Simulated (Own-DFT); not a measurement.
## Calculated data, Si7Ge (diamond-structure random alloy, atoms displaced), InGa3As4 (zincblende random alloy, strained, atoms displaced)

A calculation, not a measurement: plane-wave density functional theory by an unreviewed code, no spin, of a simulated periodic cell, stress positive in tension, run twice, with PBE and with PBEsol, both on files made for PBE, so the change isn't that of files made for PBEsol, forces on such cells passed a denser k mesh, this cell's mesh not checked; the far tail of each file's local potential was reset to the Coulomb form; each entry is a single point on an unrelaxed cell, so the pressure reflects the starting lattice, mostly measured values (interpolated for alloys), from which strain is counted, and rises with the displacements; printed positions are rounded, which can move forces by about a meV/angstrom; the program, named Own-DFT, is a retired in-house code; no spin-orbit coupling; stress was not checked against mesh or cutoff. Program: Own-DFT development build.

Common to all runs: functional PBE, then PBEsol; potential files PseudoDojo norm-conserving, scalar-relativistic, standard set; wave cutoff 42 hartree; occupations Fermi-Dirac; smearing width 0.1 eV; k mesh 3 x 3 x 3 centred on Gamma.

(1) 
```cif
# cell vector a (Å): 10.9187 0.0000 0.0000
# cell vector b (Å): 0.0000 10.9187 0.0000
# cell vector c (Å): 0.0000 0.0000 10.9187
data_Si7Ge
_symmetry_space_group_name_H-M 'P 1'
_symmetry_Int_Tables_number 1
_cell_length_a 10.9187
_cell_length_b 10.9187
_cell_length_c 10.9187
_cell_angle_alpha 90.000
_cell_angle_beta 90.000
_cell_angle_gamma 90.000
_cell_volume 1301.71
loop_
_atom_site_label
_atom_site_type_symbol
_atom_site_fract_x
_atom_site_fract_y
_atom_site_fract_z
_atom_site_occupancy
Si1 Si 0.00117 0.99948 0.99872 1
Si2 Si 0.99839 0.25037 0.24831 1
Ge1 Ge 0.24945 0.99714 0.25585 1
Si3 Si 0.25374 0.24891 0.99948 1
Si4 Si 0.13067 0.12874 0.12799 1
Si5 Si 0.12212 0.37459 0.37244 1
Si6 Si 0.37846 0.12437 0.37501 1
Si7 Si 0.37418 0.37217 0.12271 1
Si8 Si 0.00041 0.99920 0.50635 1
Si9 Si 0.00125 0.24997 0.74703 1
Si10 Si 0.25014 0.00311 0.74915 1
Si11 Si 0.25374 0.25069 0.50224 1
Si12 Si 0.12141 0.12641 0.62752 1
Si13 Si 0.12474 0.37307 0.87597 1
Si14 Si 0.37264 0.12124 0.87827 1
Si15 Si 0.37657 0.37551 0.62493 1
Si16 Si 0.00826 0.50250 0.00299 1
Si17 Si 0.00325 0.74746 0.24804 1
Si18 Si 0.24767 0.49354 0.25209 1
Si19 Si 0.25198 0.75057 0.99604 1
Ge2 Ge 0.12631 0.62388 0.12895 1
Si20 Si 0.12618 0.87294 0.37816 1
Ge3 Ge 0.37770 0.62486 0.37152 1
Si21 Si 0.37272 0.87387 0.12733 1
Si22 Si 0.00118 0.50514 0.49847 1
Si23 Si 0.00424 0.74959 0.74829 1
Si24 Si 0.25083 0.49927 0.75164 1
Si25 Si 0.25128 0.75233 0.49829 1
Si26 Si 0.12459 0.62604 0.62452 1
Si27 Si 0.12649 0.87806 0.87692 1
Si28 Si 0.37224 0.62387 0.87795 1
Si29 Si 0.37788 0.87846 0.62295 1
Si30 Si 0.50024 0.00695 0.00252 1
Si31 Si 0.49827 0.24418 0.24830 1
Si32 Si 0.75269 0.99927 0.24897 1
Si33 Si 0.74895 0.24971 0.99816 1
Ge4 Ge 0.62393 0.12576 0.12585 1
Ge5 Ge 0.62679 0.37631 0.37304 1
Si34 Si 0.87948 0.12698 0.37766 1
Si35 Si 0.87800 0.37591 0.12383 1
Si36 Si 0.50337 0.00027 0.50355 1
Si37 Si 0.49985 0.25148 0.74728 1
Si38 Si 0.74827 0.99883 0.74839 1
Si39 Si 0.74704 0.24667 0.50153 1
Si40 Si 0.62141 0.12697 0.62437 1
Si41 Si 0.62777 0.37106 0.87799 1
Si42 Si 0.87283 0.11759 0.86893 1
Si43 Si 0.87353 0.37696 0.62227 1
Si44 Si 0.50215 0.49891 0.99712 1
Ge6 Ge 0.50001 0.74361 0.24493 1
Si45 Si 0.74632 0.50392 0.24555 1
Si46 Si 0.74983 0.75113 0.00476 1
Si47 Si 0.62583 0.62590 0.12789 1
Si48 Si 0.62476 0.87774 0.37321 1
Ge7 Ge 0.87142 0.62212 0.37910 1
Si49 Si 0.87481 0.87549 0.12249 1
Si50 Si 0.50133 0.49875 0.49913 1
Si51 Si 0.50011 0.74585 0.74661 1
Si52 Si 0.75252 0.50591 0.75202 1
Ge8 Ge 0.75145 0.74805 0.49810 1
Si53 Si 0.62923 0.63028 0.62185 1
Si54 Si 0.62746 0.87404 0.87484 1
Si55 Si 0.87326 0.62372 0.87172 1
Si56 Si 0.87738 0.87403 0.62188 1
_calc_PBE_pressure 2.29  # GPa
_calc_PBE_stress_xx -2.31  # GPa
_calc_PBE_stress_yy -2.27  # GPa
_calc_PBE_stress_zz -2.28  # GPa
_calc_PBE_stress_yz -0.25  # GPa
_calc_PBE_stress_xz 0.16  # GPa
_calc_PBE_stress_xy 0.15  # GPa
_calc_PBEsol_pressure 0.78  # GPa
_calc_PBEsol_stress_xx -0.81  # GPa
_calc_PBEsol_stress_yy -0.76  # GPa
_calc_PBEsol_stress_zz -0.77  # GPa
_calc_PBEsol_stress_yz -0.25  # GPa
_calc_PBEsol_stress_xz 0.15  # GPa
_calc_PBEsol_stress_xy 0.14  # GPa
_calc_rms_change_of_force_components_from_PBE_to_PBEsol 0.038  # eV/angstrom
```

Force:
```csv
force element,PBE force x (eV/Å),PBE force y (eV/Å),PBE force z (eV/Å),PBEsol force x (eV/Å),PBEsol force y (eV/Å),PBEsol force z (eV/Å)
Si,0.029,0.505,0.381,0.034,0.51,0.386
Si,0.196,-0.046,0.133,0.191,-0.05,0.125
Ge,0.097,0.292,-0.278,0.098,0.282,-0.274
Si,-0.48,0.124,-0.144,-0.474,0.123,-0.147
Si,-0.73,-0.326,-0.48,-0.67,-0.372,-0.425
Si,0.11,-0.257,0.748,0.097,-0.259,0.746
Si,-0.052,0.014,0.708,-0.101,-0.04,0.656
Si,0.381,0.311,0.297,0.384,0.319,0.296
Si,0.233,0.119,-0.874,0.235,0.116,-0.867
Si,-0.785,0.302,0.512,-0.785,0.306,0.51
Si,-0.059,-0.378,0.001,-0.058,-0.377,-0.009
Si,-0.598,-0.17,-0.409,-0.591,-0.17,-0.407
Si,0.879,0.003,-0.378,0.87,0.003,-0.377
Si,0.197,-0.028,-0.064,0.191,-0.031,-0.061
Si,0.464,0.62,-0.69,0.46,0.612,-0.685
Si,-0.066,0.332,0.081,-0.066,0.334,0.078
Si,-1.292,-0.534,-0.911,-1.218,-0.462,-0.844
Si,-0.879,0.898,0.693,-0.859,0.794,0.674
Si,0.596,-0.013,-0.289,0.595,0.086,-0.292
Si,-0.191,0.334,0.589,-0.237,0.29,0.628
Ge,0.884,0.253,-0.377,0.866,0.244,-0.364
Si,-0.908,-0.089,0.152,-0.857,-0.037,0.098
Ge,-0.891,-0.774,0.807,-0.821,-0.709,0.735
Si,0.365,0.233,-0.962,0.36,0.234,-0.849
Si,0.253,-1.103,0.434,0.196,-1.034,0.376
Si,-0.492,0.331,0.415,-0.486,0.332,0.414
Si,-0.255,-0.076,-0.212,-0.254,-0.077,-0.211
Si,0.117,-0.189,0.511,0.172,-0.237,0.461
Si,0.644,-0.069,-0.025,0.641,-0.071,-0.029
Si,0.059,-0.371,-0.543,0.057,-0.363,-0.537
Si,0.638,-0.06,-0.625,0.632,-0.064,-0.613
Si,-0.374,-0.43,0.422,-0.372,-0.425,0.419
Si,-0.31,-1.648,-0.473,-0.245,-1.578,-0.404
Si,-0.315,1.035,0.285,-0.211,1.017,0.265
Si,0.276,0.117,0.465,0.229,0.165,0.413
Si,1.032,-0.255,0.064,0.983,-0.31,0.118
Ge,0.732,0.013,0.039,0.714,0.015,0.04
Ge,-0.326,-0.524,-0.19,-0.321,-0.51,-0.185
Si,-0.419,-0.451,-0.057,-0.412,-0.444,-0.052
Si,-0.435,0.24,-0.275,-0.432,0.245,-0.272
Si,-0.189,0.089,-0.745,-0.184,0.083,-0.737
Si,-0.213,-0.233,0.814,-0.215,-0.231,0.811
Si,-0.099,-0.344,-0.546,-0.107,-0.346,-0.558
Si,0.645,0.292,-0.127,0.59,0.333,-0.174
Si,0.461,-0.269,0.412,0.454,-0.263,0.412
Si,-0.24,0.699,-0.93,-0.239,0.689,-0.925
Si,0.416,0.956,0.539,0.414,0.944,0.534
Si,0.172,0.034,0.221,0.164,0.039,0.21
Si,-0.09,0.004,0.536,-0.083,0.007,0.531
Ge,0.256,1.585,0.296,0.2,1.502,0.345
Si,0.881,-0.771,0.036,0.875,-0.77,0.139
Si,0.095,-0.319,-0.743,0.094,-0.321,-0.731
Si,0.121,-0.513,-1.453,0.048,-0.448,-1.383
Si,-0.004,-0.129,-0.07,-0.009,-0.221,-0.072
Ge,0.779,-0.072,-1.549,0.708,-0.02,-1.464
Si,0.557,-0.098,0.424,0.554,-0.097,0.42
Si,0.159,0.372,0.607,0.166,0.369,0.499
Si,-0.136,0.521,0.507,-0.142,0.512,0.502
Si,-0.715,-1.037,-0.564,-0.718,-1.032,-0.563
Ge,-0.435,1.424,0.128,-0.372,1.337,0.072
Si,-0.801,-1.209,0.609,-0.729,-1.144,0.532
Si,-0.708,0.042,0.198,-0.705,0.039,0.2
Si,0.958,0.66,1.062,0.953,0.658,1.061
Si,-0.194,0.031,0.859,-0.248,-0.027,0.803
```

(2) 
```cif
# cell vector a (Å): 11.4184 0.0114 -0.1224
# cell vector b (Å): 0.0114 11.4961 0.2204
# cell vector c (Å): -0.1224 0.2204 11.4059
data_InGa3As4
_symmetry_space_group_name_H-M 'P 1'
_symmetry_Int_Tables_number 1
_cell_length_a 11.4191
_cell_length_b 11.4982
_cell_length_c 11.4087
_cell_angle_alpha 87.795
_cell_angle_beta 91.228
_cell_angle_gamma 89.898
_cell_volume 1496.49
loop_
_atom_site_label
_atom_site_type_symbol
_atom_site_fract_x
_atom_site_fract_y
_atom_site_fract_z
_atom_site_occupancy
Ga1 Ga 0.00381 0.99389 0.00240 1
In1 In 0.00462 0.25369 0.26136 1
Ga2 Ga 0.24965 0.00875 0.24474 1
Ga3 Ga 0.24960 0.24866 0.00019 1
As1 As 0.12479 0.12830 0.11730 1
As2 As 0.12058 0.36794 0.37578 1
As3 As 0.37707 0.12140 0.37325 1
As4 As 0.37963 0.36745 0.12320 1
Ga4 Ga 0.00091 0.99455 0.49546 1
Ga5 Ga 0.99751 0.24666 0.75226 1
Ga6 Ga 0.24708 0.99753 0.74561 1
Ga7 Ga 0.24537 0.24782 0.49856 1
As5 As 0.12228 0.12552 0.62461 1
As6 As 0.12218 0.38051 0.87633 1
As7 As 0.37466 0.12696 0.86987 1
As8 As 0.37668 0.37254 0.62364 1
Ga8 Ga 0.99978 0.49348 0.00027 1
Ga9 Ga 0.00395 0.74605 0.24746 1
Ga10 Ga 0.25326 0.50379 0.24835 1
Ga11 Ga 0.23926 0.75140 0.00477 1
As9 As 0.12550 0.62586 0.11493 1
As10 As 0.11833 0.87620 0.37315 1
As11 As 0.37448 0.61955 0.37320 1
As12 As 0.36520 0.87691 0.12403 1
In2 In 0.00438 0.50262 0.49016 1
In3 In 0.00288 0.76010 0.74883 1
In4 In 0.24586 0.50060 0.75301 1
Ga12 Ga 0.24657 0.74869 0.50008 1
As13 As 0.13257 0.61770 0.62196 1
As14 As 0.12333 0.87543 0.88098 1
As15 As 0.37963 0.61827 0.87579 1
As16 As 0.36855 0.87588 0.62738 1
In5 In 0.49616 0.00257 0.99689 1
Ga13 Ga 0.50814 0.25216 0.25314 1
Ga14 Ga 0.74790 0.99703 0.25715 1
Ga15 Ga 0.74512 0.24592 0.99706 1
As17 As 0.62104 0.11787 0.11991 1
As18 As 0.61892 0.38037 0.37261 1
As19 As 0.88163 0.12722 0.37677 1
As20 As 0.87302 0.37557 0.12000 1
In6 In 0.49454 0.00195 0.49923 1
Ga16 Ga 0.50595 0.25199 0.74335 1
Ga17 Ga 0.74536 0.99352 0.75336 1
Ga18 Ga 0.75460 0.24206 0.50261 1
As21 As 0.62318 0.12367 0.62949 1
As22 As 0.63320 0.37529 0.87578 1
As23 As 0.87437 0.12009 0.86730 1
As24 As 0.87517 0.37146 0.62933 1
Ga19 Ga 0.50516 0.50304 0.00226 1
Ga20 Ga 0.49967 0.75612 0.24885 1
Ga21 Ga 0.75342 0.50057 0.24829 1
Ga22 Ga 0.75245 0.73881 0.00115 1
As25 As 0.62222 0.61886 0.13128 1
As26 As 0.62391 0.87881 0.36909 1
As27 As 0.87396 0.61776 0.36902 1
As28 As 0.88084 0.87157 0.13049 1
In7 In 0.49654 0.50295 0.50144 1
In8 In 0.49529 0.74890 0.75083 1
Ga23 Ga 0.75312 0.50114 0.74096 1
Ga24 Ga 0.74913 0.74149 0.49484 1
As29 As 0.62363 0.62443 0.62348 1
As30 As 0.62340 0.88025 0.87213 1
As31 As 0.87447 0.62332 0.87275 1
As32 As 0.87485 0.87728 0.62445 1
_calc_PBE_pressure 6.45  # GPa
_calc_PBE_stress_xx -6.5  # GPa
_calc_PBE_stress_yy -6.11  # GPa
_calc_PBE_stress_zz -6.73  # GPa
_calc_PBE_stress_yz 3.03  # GPa
_calc_PBE_stress_xz -2.31  # GPa
_calc_PBE_stress_xy -0.05  # GPa
_calc_PBEsol_pressure 3.32  # GPa
_calc_PBEsol_stress_xx -3.38  # GPa
_calc_PBEsol_stress_yy -2.98  # GPa
_calc_PBEsol_stress_zz -3.61  # GPa
_calc_PBEsol_stress_yz 2.93  # GPa
_calc_PBEsol_stress_xz -2.23  # GPa
_calc_PBEsol_stress_xy -0.04  # GPa
_calc_rms_change_of_force_components_from_PBE_to_PBEsol 0.039  # eV/angstrom
```

Force:
```csv
force element,PBE force x (eV/Å),PBE force y (eV/Å),PBE force z (eV/Å),PBEsol force x (eV/Å),PBEsol force y (eV/Å),PBEsol force z (eV/Å)
Ga,-0.538,0.548,-0.061,-0.522,0.527,-0.063
In,-0.88,-1.205,-3.211,-0.867,-1.162,-3.103
Ga,-0.108,-0.588,0.319,-0.106,-0.563,0.298
Ga,0.49,0.26,-0.61,0.463,0.256,-0.582
As,-0.279,-0.423,0.125,-0.242,-0.42,0.135
As,3.45,2.242,0.77,3.33,2.164,0.76
As,-1.917,2.315,-1.641,-1.841,2.226,-1.584
As,-0.401,0.768,0.069,-0.372,0.739,0.069
Ga,0.002,0.308,0.644,-0.015,0.308,0.618
Ga,0.591,0.155,0.114,0.546,0.155,0.101
Ga,0.128,0.331,0.687,0.121,0.328,0.661
Ga,0.993,-0.307,0.263,0.941,-0.29,0.255
As,-0.365,-0.175,-0.15,-0.334,-0.179,-0.15
As,-1.143,-1.949,0.96,-1.091,-1.882,0.931
As,-1.429,1.344,-1.387,-1.361,1.28,-1.328
As,-1.148,-1.294,0.337,-1.091,-1.242,0.326
Ga,-0.174,0.522,-0.232,-0.177,0.512,-0.235
Ga,0.177,-0.34,0.179,0.147,-0.305,0.163
Ga,-0.167,-0.926,-0.454,-0.162,-0.884,-0.436
Ga,1.749,-0.018,-0.682,1.663,-0.001,-0.648
As,-0.842,-0.945,1.304,-0.8,-0.906,1.265
As,0.804,-0.151,-0.324,0.778,-0.156,-0.301
As,-1.408,2.529,-1.248,-1.349,2.432,-1.2
As,-0.349,-0.745,0.654,-0.32,-0.716,0.628
In,0.099,-1.091,1.615,0.089,-1.065,1.563
In,0.634,-1.906,0,0.593,-1.837,0.014
In,2.026,-1.171,0.241,1.955,-1.126,0.231
Ga,0.392,0.131,-0.403,0.364,0.125,-0.376
As,-1.295,2.571,-1.083,-1.242,2.488,-1.055
As,1.017,1.251,0.074,0.983,1.191,0.069
As,-0.964,0.576,1.943,-0.916,0.548,1.856
As,-1.635,-0.097,-0.68,-1.561,-0.1,-0.656
In,-0.135,-1.194,-0.027,-0.136,-1.141,-0.03
Ga,-0.221,-0.713,-0.404,-0.239,-0.674,-0.396
Ga,1.065,0.69,-0.977,1.008,0.664,-0.946
Ga,0.882,-0.541,0.235,0.833,-0.505,0.216
As,1.466,1.606,1.893,1.422,1.55,1.825
As,1.779,-1.032,-0.097,1.718,-1.003,-0.101
As,-2.111,-1.571,0.84,-2.022,-1.523,0.823
As,-0.811,0.048,0.006,-0.76,0.053,0.017
In,1.389,-1.126,0.979,1.331,-1.079,0.948
Ga,-0.029,0.029,0.879,-0.044,0.023,0.843
Ga,0.787,0.466,-0.665,0.745,0.465,-0.638
Ga,-0.424,0.606,-0.097,-0.411,0.591,-0.084
As,0.825,0.439,0.041,0.801,0.416,0.037
As,-1.001,0.631,-0.67,-0.954,0.595,-0.65
As,-0.167,-0.177,1.064,-0.151,-0.175,1.022
As,-0.421,-0.017,-0.446,-0.397,-0.022,-0.431
Ga,0.078,-1.084,-0.026,0.061,-1.042,-0.022
Ga,-0.301,-0.551,-0.199,-0.301,-0.531,-0.19
Ga,-0.141,-0.956,-0.153,-0.153,-0.908,-0.147
Ga,-0.183,0.682,0.073,-0.18,0.658,0.066
As,-0.081,1.132,-0.298,-0.056,1.08,-0.301
As,0.11,-1.285,0.621,0.112,-1.242,0.597
As,-1.178,2.077,-1.025,-1.122,1.991,-0.991
As,-1.073,0.268,-0.491,-1.006,0.241,-0.473
In,0.903,-0.885,0.293,0.863,-0.856,0.278
In,1.072,0.006,0.049,1.026,0.012,0.047
Ga,0.171,-0.333,0.754,0.157,-0.323,0.738
Ga,0.315,0.602,0.026,0.288,0.584,0.029
As,1.178,0.605,0.172,1.14,0.569,0.159
As,1.008,-1.249,0.874,0.971,-1.205,0.829
As,-0.37,-0.573,0.316,-0.346,-0.554,0.307
As,-1.894,0.884,-1.67,-1.8,0.845,-1.604
```
